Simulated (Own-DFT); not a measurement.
GaP (zincblende, strained, atoms displaced), SiC (2H silicon carbide, atoms displaced), Si3N4 (beta silicon nitride, strained, atoms displaced) (calculated)

All values are calculated (Own-DFT development build). A calculation, not a measurement: plane-wave PBE density functional theory by an unreviewed code, no spin, of a simulated periodic cell, stress positive in tension, free energy of the whole cell less one offset for each atom, forces on such cells passed a denser k mesh, this cell's mesh not checked; offsets are fitted by least squares, one for each functional and potential file, so energies compare only between cells with the same atoms and settings and are not formation energies; the far tail of each file's local potential was reset to the Coulomb form; each entry is a single point on an unrelaxed cell, so the pressure reflects the starting lattice, mostly measured values (interpolated for alloys), from which strain is counted, and rises with the displacements; printed positions are rounded, which can move forces by about a meV/angstrom; the program, named Own-DFT, is a retired in-house code; no spin-orbit coupling.

Common to all runs: functional PBE; potential files PseudoDojo norm-conserving, scalar-relativistic, standard set; wave cutoff 42 hartree; occupations Fermi-Dirac; smearing width 0.1 eV.

(1) 
```cif
# cell vector a (Å): 10.8620 0.0000 0.0000
# cell vector b (Å): 0.0000 10.8620 0.0000
# cell vector c (Å): 0.0000 0.0000 10.9439
data_GaP
_symmetry_space_group_name_H-M 'P 1'
_symmetry_Int_Tables_number 1
_cell_length_a 10.8620
_cell_length_b 10.8620
_cell_length_c 10.9439
_cell_angle_alpha 90.000
_cell_angle_beta 90.000
_cell_angle_gamma 90.000
_cell_volume 1291.19
loop_
_atom_site_label
_atom_site_type_symbol
_atom_site_fract_x
_atom_site_fract_y
_atom_site_fract_z
_atom_site_occupancy
Ga1 Ga 0.99573 0.00121 0.00241 1
Ga2 Ga 0.99970 0.25185 0.24968 1
Ga3 Ga 0.25030 0.99924 0.24891 1
Ga4 Ga 0.24997 0.25048 0.99939 1
P1 P 0.12253 0.12437 0.12226 1
P2 P 0.12249 0.37302 0.37340 1
P3 P 0.37211 0.12720 0.37160 1
P4 P 0.37164 0.36777 0.12025 1
Ga5 Ga 0.99681 0.99890 0.50486 1
Ga6 Ga 0.00207 0.25133 0.74986 1
Ga7 Ga 0.24704 0.99967 0.74742 1
Ga8 Ga 0.24633 0.25093 0.49549 1
P5 P 0.12534 0.12498 0.62568 1
P6 P 0.12327 0.37766 0.87029 1
P7 P 0.37922 0.12468 0.87714 1
P8 P 0.37292 0.37144 0.62260 1
Ga9 Ga 0.00068 0.50546 0.00240 1
Ga10 Ga 0.00275 0.74951 0.24782 1
Ga11 Ga 0.24490 0.50524 0.25258 1
Ga12 Ga 0.25080 0.75261 0.99666 1
P9 P 0.12557 0.62470 0.11735 1
P10 P 0.12569 0.87708 0.37715 1
P11 P 0.37647 0.62819 0.37722 1
P12 P 0.37044 0.87266 0.12134 1
Ga13 Ga 0.99537 0.49885 0.49389 1
Ga14 Ga 0.00186 0.74544 0.75193 1
Ga15 Ga 0.24817 0.50390 0.74615 1
Ga16 Ga 0.24800 0.74694 0.50064 1
P13 P 0.12516 0.62930 0.62456 1
P14 P 0.12658 0.87790 0.87381 1
P15 P 0.37839 0.62324 0.87177 1
P16 P 0.37289 0.87940 0.62239 1
Ga17 Ga 0.50239 0.00046 0.99833 1
Ga18 Ga 0.50347 0.25246 0.24874 1
Ga19 Ga 0.75003 0.99530 0.25021 1
Ga20 Ga 0.74816 0.25080 0.99116 1
P17 P 0.62593 0.12253 0.12274 1
P18 P 0.62633 0.36999 0.37564 1
P19 P 0.87873 0.12399 0.37622 1
P20 P 0.87555 0.38053 0.13082 1
Ga21 Ga 0.50473 0.00128 0.49595 1
Ga22 Ga 0.49922 0.24804 0.75084 1
Ga23 Ga 0.75468 0.99836 0.75361 1
Ga24 Ga 0.75062 0.24636 0.50041 1
P21 P 0.62289 0.12616 0.62973 1
P22 P 0.62396 0.37672 0.87773 1
P23 P 0.87562 0.11985 0.87276 1
P24 P 0.87372 0.37368 0.62321 1
Ga25 Ga 0.50232 0.50338 0.00513 1
Ga26 Ga 0.49556 0.75452 0.25008 1
Ga27 Ga 0.74985 0.50097 0.24634 1
Ga28 Ga 0.74569 0.75063 0.99734 1
P25 P 0.62685 0.62872 0.12410 1
P26 P 0.62380 0.87308 0.37860 1
P27 P 0.87424 0.62635 0.37509 1
P28 P 0.87269 0.87729 0.12104 1
Ga29 Ga 0.49976 0.49962 0.50191 1
Ga30 Ga 0.50065 0.75022 0.74380 1
Ga31 Ga 0.74940 0.49916 0.75003 1
Ga32 Ga 0.75028 0.74912 0.50426 1
P29 P 0.62593 0.62787 0.62317 1
P30 P 0.62396 0.87427 0.87373 1
P31 P 0.87011 0.62655 0.87635 1
P32 P 0.87361 0.87393 0.62835 1
_calc_hardware 'one NVIDIA H100'
_calc_k_mesh '3 x 3 x 3 centred on Gamma'
_calc_free_energy_of_cell_above_offsets '-35.163'  # eV
_calc_pressure 3.1  # GPa
_calc_stress_xx -3.3  # GPa
_calc_stress_yy -3.28  # GPa
_calc_stress_zz -2.73  # GPa
_calc_stress_yz -0.1  # GPa
_calc_stress_xz -0.11  # GPa
_calc_stress_xy -0.03  # GPa
_calc_wall_time 514.8  # s
```

Force:
```
element  x (eV/Å)  y (eV/Å)  z (eV/Å)
     Ga     0.489    -0.146    -0.366
     Ga    -0.081    -0.365    -0.196
     Ga    -0.209     0.107    -0.071
     Ga    -0.481    -0.365    -0.668
      P     0.152       0.2     0.281
      P     0.095     0.532     0.029
      P     0.533    -0.147     0.059
      P     0.457     1.396     0.965
     Ga     0.295    -0.011    -0.181
     Ga    -0.342    -0.222    -0.129
     Ga      0.61      0.32     0.329
     Ga      0.22    -0.285     0.305
      P    -0.148     0.203    -0.253
      P     0.155      0.11     0.646
      P    -0.798    -0.136    -0.353
      P         0     0.323     0.222
     Ga    -0.536    -0.761    -0.611
     Ga    -0.162     0.279    -0.028
     Ga       0.6    -0.508    -0.391
     Ga     0.025    -0.463    -0.481
      P     0.352     0.598     0.806
      P    -0.212    -0.244    -0.167
      P    -0.187    -0.469    -0.241
      P     0.568     0.565     0.232
     Ga     0.371     0.069     0.637
     Ga    -0.252     0.539     0.206
     Ga      0.32    -0.371     0.076
     Ga     0.294     0.742    -0.095
      P    -0.505    -0.839    -0.359
      P    -0.558    -0.191     0.213
      P    -0.136     0.243     0.158
      P      0.28    -0.362     -0.16
     Ga    -0.208    -0.308     0.238
     Ga    -0.414    -0.447    -0.255
     Ga    -0.025     0.456     0.178
     Ga      0.55    -0.197      0.93
      P     0.257     0.286     0.257
      P      0.05     0.832    -0.042
      P    -0.427    -0.156    -0.216
      P     0.034    -0.759    -1.181
     Ga    -0.723     0.427     0.422
     Ga    -0.118     0.482     0.144
     Ga    -0.821    -0.055    -0.404
     Ga    -0.062    -0.127     0.101
      P      0.58    -0.447    -0.385
      P    -0.283       0.2    -0.575
      P     0.298     0.997     0.185
      P     0.087     0.143     0.158
     Ga    -0.501    -0.397    -0.226
     Ga     0.286    -0.206    -0.128
     Ga    -0.374     0.145     0.762
     Ga     0.274     0.307     0.076
      P     -0.42     0.025     0.582
      P     0.372    -0.084    -0.487
      P    -0.173     0.211    -0.359
      P     0.077    -0.767     0.422
     Ga     0.113    -0.252     -0.22
     Ga    -0.363     0.332     0.297
     Ga    -0.056    -0.011    -0.089
     Ga     0.226     0.199    -0.423
      P    -0.077    -0.708     0.224
      P    -0.103     0.027    -0.227
      P     0.464    -0.247    -0.135
      P      0.27    -0.244    -0.037
```

(2) 
```cif
# cell vector a (Å): 10.8620 0.0000 0.0000
# cell vector b (Å): 0.0000 10.8620 0.0000
# cell vector c (Å): 0.0000 0.0000 10.9439
data_GaP
_symmetry_space_group_name_H-M 'P 1'
_symmetry_Int_Tables_number 1
_cell_length_a 10.8620
_cell_length_b 10.8620
_cell_length_c 10.9439
_cell_angle_alpha 90.000
_cell_angle_beta 90.000
_cell_angle_gamma 90.000
_cell_volume 1291.19
loop_
_atom_site_label
_atom_site_type_symbol
_atom_site_fract_x
_atom_site_fract_y
_atom_site_fract_z
_atom_site_occupancy
Ga1 Ga 0.00728 0.01381 0.99915 1
Ga2 Ga 0.00167 0.24785 0.23912 1
Ga3 Ga 0.24004 0.98412 0.26450 1
Ga4 Ga 0.23883 0.25633 0.99064 1
P1 P 0.11219 0.11947 0.12016 1
P2 P 0.13110 0.37347 0.38027 1
P3 P 0.36527 0.11929 0.37517 1
P4 P 0.38328 0.37467 0.14530 1
Ga5 Ga 0.99162 0.98419 0.51441 1
Ga6 Ga 0.99403 0.26437 0.75085 1
Ga7 Ga 0.23398 0.99917 0.74945 1
Ga8 Ga 0.24901 0.25711 0.50637 1
P5 P 0.13033 0.13627 0.62407 1
P6 P 0.14457 0.36224 0.87820 1
P7 P 0.37181 0.11746 0.88642 1
P8 P 0.36654 0.37166 0.63358 1
Ga9 Ga 0.01272 0.49909 0.01145 1
Ga10 Ga 0.00769 0.74714 0.25315 1
Ga11 Ga 0.24418 0.49372 0.24653 1
Ga12 Ga 0.25151 0.75469 0.99761 1
P9 P 0.12614 0.63496 0.12432 1
P10 P 0.10622 0.89036 0.34843 1
P11 P 0.38250 0.62481 0.37817 1
P12 P 0.38416 0.87763 0.13454 1
Ga13 Ga 0.00194 0.49342 0.50277 1
Ga14 Ga 0.99085 0.76267 0.75693 1
Ga15 Ga 0.23553 0.50014 0.73938 1
Ga16 Ga 0.25174 0.75622 0.50287 1
P13 P 0.12819 0.62534 0.62316 1
P14 P 0.12045 0.87665 0.87677 1
P15 P 0.38664 0.63334 0.87726 1
P16 P 0.37543 0.88098 0.61631 1
Ga17 Ga 0.49560 0.99670 0.99476 1
Ga18 Ga 0.50231 0.24824 0.25685 1
Ga19 Ga 0.75254 0.99108 0.23991 1
Ga20 Ga 0.73403 0.24096 0.01399 1
P17 P 0.63629 0.12039 0.11966 1
P18 P 0.61912 0.37056 0.36914 1
P19 P 0.87674 0.12459 0.37933 1
P20 P 0.87360 0.37228 0.12664 1
Ga21 Ga 0.50167 0.01254 0.49337 1
Ga22 Ga 0.49948 0.24100 0.74420 1
Ga23 Ga 0.75610 0.00247 0.74325 1
Ga24 Ga 0.75155 0.26532 0.50360 1
P21 P 0.62571 0.12958 0.62020 1
P22 P 0.61894 0.37210 0.87706 1
P23 P 0.86552 0.12001 0.86116 1
P24 P 0.87564 0.37536 0.61847 1
Ga25 Ga 0.50132 0.51283 0.00841 1
Ga26 Ga 0.51519 0.75407 0.24852 1
Ga27 Ga 0.74954 0.49194 0.24875 1
Ga28 Ga 0.74476 0.74674 0.98516 1
P25 P 0.62298 0.62790 0.11987 1
P26 P 0.61685 0.87770 0.36787 1
P27 P 0.87057 0.62284 0.37570 1
P28 P 0.86677 0.86585 0.13475 1
Ga29 Ga 0.49711 0.48925 0.49231 1
Ga30 Ga 0.50647 0.75141 0.76347 1
Ga31 Ga 0.74600 0.49464 0.75276 1
Ga32 Ga 0.74830 0.75430 0.50723 1
P29 P 0.61358 0.61596 0.62408 1
P30 P 0.62497 0.87825 0.88491 1
P31 P 0.87623 0.61283 0.86740 1
P32 P 0.87800 0.88273 0.63656 1
_calc_hardware 'one NVIDIA H100'
_calc_k_mesh '3 x 3 x 3 centred on Gamma'
_calc_free_energy_of_cell_above_offsets '-26.405'  # eV
_calc_pressure 5.05  # GPa
_calc_stress_xx -5.2  # GPa
_calc_stress_yy -5.47  # GPa
_calc_stress_zz -4.48  # GPa
_calc_stress_yz 0.5  # GPa
_calc_stress_xz -0.51  # GPa
_calc_stress_xy -0.57  # GPa
_calc_wall_time 580.7  # s
```

Force:
```
element  x (eV/Å)  y (eV/Å)  z (eV/Å)
     Ga    -2.981    -2.268    -1.639
     Ga    -0.314     0.027      1.82
     Ga     3.878     3.101    -3.297
     Ga     4.063    -3.946     4.894
      P     3.214      1.64      1.43
      P    -1.133    -0.058    -1.049
      P     0.049      1.12    -0.118
      P    -0.952     0.218    -2.647
     Ga     1.874     2.973     -2.29
     Ga     0.456    -1.487     0.208
     Ga     1.607     0.329    -0.311
     Ga     0.742     -0.75    -0.865
      P    -1.791    -1.155     0.486
      P    -4.579     4.647    -3.421
      P    -0.621     0.796     -1.63
      P     1.305      0.38    -0.569
     Ga    -0.734    -0.471    -1.062
     Ga     -2.22    -1.042    -0.616
     Ga     0.641     1.203     0.856
     Ga     0.904     0.247     0.219
      P     0.781    -0.866     0.064
      P    -2.039    -2.363     5.321
      P    -0.994      0.43    -0.929
      P     -1.23    -0.165    -0.459
     Ga     0.049     1.013    -0.805
     Ga     0.853    -2.023     0.236
     Ga     1.797     0.033     1.651
     Ga     0.036    -0.344    -1.223
      P    -1.692      1.38    -0.304
      P     0.054    -0.021     0.496
      P    -2.325    -1.215     0.086
      P     0.316     0.303     1.548
     Ga     0.311     0.389     1.507
     Ga    -0.352    -2.061    -0.662
     Ga    -0.318     1.227     1.884
     Ga     2.664      2.66    -3.348
      P     -3.39    -2.072     2.469
      P     1.247     0.493     0.976
      P    -0.423    -0.158    -0.084
      P      0.12      0.02    -0.735
     Ga    -0.271    -0.899     0.124
     Ga    -0.714     0.286     1.339
     Ga    -2.451     0.013     0.343
     Ga    -0.465    -1.799    -1.393
      P     0.593    -0.298    -0.139
      P    -0.076    -0.102     0.417
      P     1.442     1.947     2.232
      P    -0.003     1.099     1.465
     Ga    -0.895    -1.865    -0.599
     Ga    -1.652    -1.387    -0.107
     Ga    -0.293     1.032    -0.127
     Ga      1.35    -0.646       1.4
      P     1.734     0.084     0.908
      P     1.795     0.974      1.71
      P     0.579     0.058     0.383
      P     1.588      -0.8     -2.44
     Ga    -0.657     0.288     0.902
     Ga    -0.051      0.62    -1.934
     Ga    -0.395    -0.162    -0.713
     Ga    -0.509    -0.396    -0.423
      P     0.968     0.686     0.378
      P     0.526     0.592    -2.016
      P      0.52     0.776     0.882
      P    -1.535    -2.264    -0.674
```

(3) 
```cif
# cell vector a (Å): 6.1654 0.0000 0.0000
# cell vector b (Å): -3.0827 5.3394 0.0000
# cell vector c (Å): 0.0000 0.0000 10.0681
data_SiC
_symmetry_space_group_name_H-M 'P 1'
_symmetry_Int_Tables_number 1
_cell_length_a 6.1654
_cell_length_b 6.1654
_cell_length_c 10.0681
_cell_angle_alpha 90.000
_cell_angle_beta 90.000
_cell_angle_gamma 120.000
_cell_volume 331.44
loop_
_atom_site_label
_atom_site_type_symbol
_atom_site_fract_x
_atom_site_fract_y
_atom_site_fract_z
_atom_site_occupancy
Si1 Si 0.99558 0.99837 0.00187 1
Si2 Si 0.16101 0.33549 0.24841 1
C1 C 0.00695 0.00538 0.19132 1
C2 C 0.16267 0.32796 0.43631 1
Si3 Si 0.00036 0.00944 0.50017 1
Si4 Si 0.16086 0.32080 0.75200 1
C3 C 0.00895 0.99616 0.68435 1
C4 C 0.16214 0.33360 0.93256 1
Si5 Si 0.00046 0.50749 0.99839 1
Si6 Si 0.17175 0.83206 0.24829 1
C5 C 0.00187 0.50843 0.18002 1
C6 C 0.16724 0.83154 0.44222 1
Si7 Si 0.00044 0.50734 0.50147 1
Si8 Si 0.16227 0.82534 0.75583 1
C7 C 0.99706 0.49271 0.68870 1
C8 C 0.16205 0.82876 0.94029 1
Si9 Si 0.49322 0.99929 0.00190 1
Si10 Si 0.66803 0.32638 0.24754 1
C9 C 0.49796 0.00302 0.18599 1
C10 C 0.66768 0.33567 0.43701 1
Si11 Si 0.50632 0.99697 0.49536 1
Si12 Si 0.66412 0.32903 0.75237 1
C11 C 0.48820 0.99665 0.68784 1
C12 C 0.66645 0.34154 0.93115 1
Si13 Si 0.49677 0.49747 0.00441 1
Si14 Si 0.66739 0.83275 0.24710 1
C13 C 0.50334 0.49715 0.18458 1
C14 C 0.68127 0.84530 0.43897 1
Si15 Si 0.50785 0.50066 0.49676 1
Si16 Si 0.66673 0.84506 0.75109 1
C15 C 0.49052 0.48919 0.69014 1
C16 C 0.66415 0.83300 0.94222 1
_calc_hardware 'one NVIDIA H100'
_calc_k_mesh '5 x 5 x 3 centred on Gamma'
_calc_free_energy_of_cell_above_offsets '-4.459'  # eV
_calc_pressure 3.87  # GPa
_calc_stress_xx -1.96  # GPa
_calc_stress_yy -2.86  # GPa
_calc_stress_zz -6.8  # GPa
_calc_stress_yz -0.12  # GPa
_calc_stress_xz -0.1  # GPa
_calc_stress_xy -0.18  # GPa
_calc_wall_time 120.9  # s
```

Force:
```
element  x (eV/Å)  y (eV/Å)  z (eV/Å)
     Si     0.017     0.589    -0.096
     Si     0.809      0.21     0.143
      C    -0.447    -0.556     -0.77
      C     0.006     1.939      -0.2
     Si     1.792    -0.764     0.111
     Si     0.111     0.923     -1.28
      C    -1.595    -0.284     1.148
      C     0.211    -0.256     2.075
     Si     0.059    -1.629    -0.934
     Si    -1.082     0.361     1.116
      C     0.222    -0.946     1.447
      C     0.069     0.722     -1.43
     Si     0.681    -1.044     0.179
     Si     0.002    -0.126    -1.396
      C    -0.124    -0.008     0.246
      C    -0.185     1.189    -0.056
     Si     0.719     0.711    -1.125
     Si    -0.407     1.367     0.391
      C     0.845     -0.65     0.421
      C     0.721    -0.446    -0.602
     Si    -1.309     0.489     1.303
     Si    -0.547     0.322    -1.671
      C     1.128     0.216    -0.059
      C     0.191    -0.918     2.537
     Si    -0.249     0.116    -2.181
     Si     0.461     0.151     0.334
      C    -0.622     0.061     1.514
      C    -0.902    -1.687    -1.023
     Si    -1.385     0.074     1.144
     Si     0.638    -1.766    -0.344
      C     0.526     1.458    -0.644
      C    -0.355     0.182    -0.299
```

(4) 
```cif
# cell vector a (Å): 7.5077 -0.1252 -0.1487
# cell vector b (Å): -3.8623 6.5508 0.0142
# cell vector c (Å): -0.1707 -0.0798 8.8231
data_Si3N4
_symmetry_space_group_name_H-M 'P 1'
_symmetry_Int_Tables_number 1
_cell_length_a 7.5102
_cell_length_b 7.6046
_cell_length_c 8.8251
_cell_angle_alpha 89.776
_cell_angle_beta 92.234
_cell_angle_gamma 121.474
_cell_volume 429.46
loop_
_atom_site_label
_atom_site_type_symbol
_atom_site_fract_x
_atom_site_fract_y
_atom_site_fract_z
_atom_site_occupancy
Si1 Si 0.16376 0.75630 0.08201 1
Si2 Si 0.22498 0.40236 0.08165 1
Si3 Si 0.60192 0.83169 0.09210 1
Si4 Si 0.83073 0.23830 0.25470 1
Si5 Si 0.77461 0.59554 0.24689 1
Si6 Si 0.40651 0.17427 0.25304 1
N1 N 0.32803 0.02789 0.08179 1
N2 N 0.96986 0.30151 0.07902 1
N3 N 0.69116 0.66067 0.08898 1
N4 N 0.67485 0.96985 0.24567 1
N5 N 0.02842 0.67992 0.24862 1
N6 N 0.29869 0.33193 0.24855 1
N7 N 0.31688 0.65520 0.07617 1
N8 N 0.68576 0.34754 0.24314 1
Si7 Si 0.17161 0.76590 0.42057 1
Si8 Si 0.23781 0.40984 0.41980 1
Si9 Si 0.59372 0.83290 0.41672 1
Si10 Si 0.81744 0.23089 0.58129 1
Si11 Si 0.77620 0.58575 0.58200 1
Si12 Si 0.39998 0.16534 0.58196 1
N9 N 0.33606 0.04099 0.41813 1
N10 N 0.96234 0.29114 0.41639 1
N11 N 0.70275 0.67077 0.40725 1
N12 N 0.66244 0.96751 0.58719 1
N13 N 0.02128 0.69254 0.58267 1
N14 N 0.30636 0.33445 0.59064 1
N15 N 0.34193 0.68043 0.41418 1
N16 N 0.66200 0.31920 0.58721 1
Si13 Si 0.17293 0.76826 0.74143 1
Si14 Si 0.22952 0.39695 0.75572 1
Si15 Si 0.60080 0.82524 0.74429 1
Si16 Si 0.83016 0.23813 0.91365 1
Si17 Si 0.77605 0.60137 0.91572 1
Si18 Si 0.41355 0.18124 0.91744 1
N17 N 0.32590 0.02512 0.74735 1
N18 N 0.97184 0.28531 0.74877 1
N19 N 0.70586 0.65957 0.74235 1
N20 N 0.65637 0.96518 0.91860 1
N21 N 0.05581 0.71226 0.92745 1
N22 N 0.30565 0.33140 0.90657 1
N23 N 0.32930 0.66061 0.74218 1
N24 N 0.66579 0.33643 0.92403 1
_calc_k_mesh '3 x 3 x 3 centred on Gamma'
_calc_free_energy_of_cell_above_offsets '-2.056'  # eV
_calc_pressure 12.83  # GPa
_calc_stress_xx -17.51  # GPa
_calc_stress_yy -13.41  # GPa
_calc_stress_zz -7.56  # GPa
_calc_stress_yz -4.04  # GPa
_calc_stress_xz -9.29  # GPa
_calc_stress_xy -6.78  # GPa
```

Force:
```
element  x (eV/Å)  y (eV/Å)  z (eV/Å)
     Si     4.419     2.932     6.828
     Si     2.482     0.289    -0.793
     Si    -1.702    -3.049    -4.404
     Si    -0.167    -0.668    -3.848
     Si    -1.855     0.944     0.902
     Si     0.214     1.118    -2.164
      N    -0.099      0.74     1.184
      N    -1.254    -1.124     1.754
      N     0.284     1.137    -2.616
      N    -0.359     2.072     3.469
      N     1.322     1.975     0.649
      N     0.297    -0.494     1.182
      N     3.143     1.942     0.916
      N    -2.354    -3.832     0.974
     Si     0.312     0.519    -1.499
     Si     0.237    -0.037    -0.143
     Si     3.547     0.185    -0.738
     Si      3.29    -0.947     0.398
     Si    -6.169    -1.467    -1.491
     Si    -1.534     1.576     2.545
      N    -0.455    -3.103    -1.266
      N     1.846     1.292     2.747
      N    -0.015     0.147     1.966
      N     0.584     0.505    -1.545
      N     4.196     1.729     -1.69
      N      0.11    -0.543      -1.5
      N    -2.237    -3.105     0.302
      N     -0.99     2.619    -0.194
     Si     2.202    -0.751     3.866
     Si     0.142     2.356     -3.14
     Si    -0.618    -1.348     2.196
     Si    -0.885    -1.735    -0.304
     Si     0.109     0.057     1.197
     Si    -1.999    -3.024     0.205
      N    -0.096     1.433    -0.057
      N    -2.856     -0.28     0.265
      N    -0.967     1.562     0.807
      N     1.216     0.451    -0.642
      N    -6.777    -3.127    -9.877
      N      0.51    -0.668     4.571
      N         0     0.068     -0.09
      N     2.927     1.655    -0.924
```
